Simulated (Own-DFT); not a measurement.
# Which defects push the lattice out? zincblende GaAs

Everything here is calculated. The program is Own-DFT (plane waves, in-house, since retired, never reviewed by a person); positions were held fixed, and spin and spin-orbit coupling were off.

Common settings: PBE; PseudoDojo norm-conserving scalar-relativistic files; cutoff 42 hartree; 3 x 3 x 3 k mesh centred on Gamma; Fermi-Dirac smearing of 0.1 eV.

Limits (not all hold for every row): not probed for a lower state with spin; forces not confirmed at this smearing and k mesh; stress not checked against mesh or cutoff.

All runs share one cell, with vectors in Å (11.737, 0.000, 0.000); (0.000, 11.737, 0.000); (0.000, 0.000, 10.919) and a volume of 1504.3 Å³, strained against the parent crystal. u is the rms random offset of the atoms per axis. The defect's site can differ from row to row.

```
cell,formula,u (Å),P (GPa)
no defect,As32Ga32,0.0286,0.70
no defect,As32Ga32,0.0503,1.06
no defect,As32Ga32,0.0526,1.18
one As vacancy and one Ga vacancy,As31Ga31,0.0281,0.46
one As vacancy and one Ga vacancy,As31Ga31,0.0309,0.45
one As vacancy and one Ga vacancy,As31Ga31,0.0495,0.81
one Al on a Ga site,AlAs32Ga31,0.0314,0.77
one Al on a Ga site,AlAs32Ga31,0.0325,0.77
one Al on a Ga site,AlAs32Ga31,0.0490,0.97
one Al on a Ga site,AlAs32Ga31,0.0508,?
one In on a Ga site,As32Ga31In,0.0303,1.31
one In on a Ga site,As32Ga31In,0.0467,1.66
one In on a Ga site,As32Ga31In,0.0571,1.66
one P on an As site,As31Ga32P,0.0283,0.50
one P on an As site,As31Ga32P,0.0470,0.78
one P on an As site,As31Ga32P,0.0491,0.78
```

## Analysis

P = P0 + c u² + a shift for each defect gives P0 = 0.60 GPa, c = 186 ± 20 GPa/Å² and a scatter of 0.06 GPa. The shifts, and each times the cell's volume:

- one In on a Ga site: 0.55 ± 0.05 GPa, 5.2 eV
- one Al on a Ga site: -0.04 ± 0.05 GPa, -0.4 eV (not resolved)
- one P on an As site: -0.25 ± 0.05 GPa, -2.4 eV
- one As vacancy and one Ga vacancy: -0.29 ± 0.05 GPa, -2.7 eV

Positive is outwards. The product with the volume (160.2 GPa Å³ to the eV) is nearly free of the cell's size; divided by the bulk modulus at the cell's pressure it gives the volume that the defect adds. The atoms around the defects weren't relaxed, which would change these numbers.

## Prediction

Question: what pressure belongs in the blank (one Al on a Ga site, u = 0.0508 Å)?

The fit gives 1.04 ± 0.07 GPa. The hidden result is 1.00 GPa.
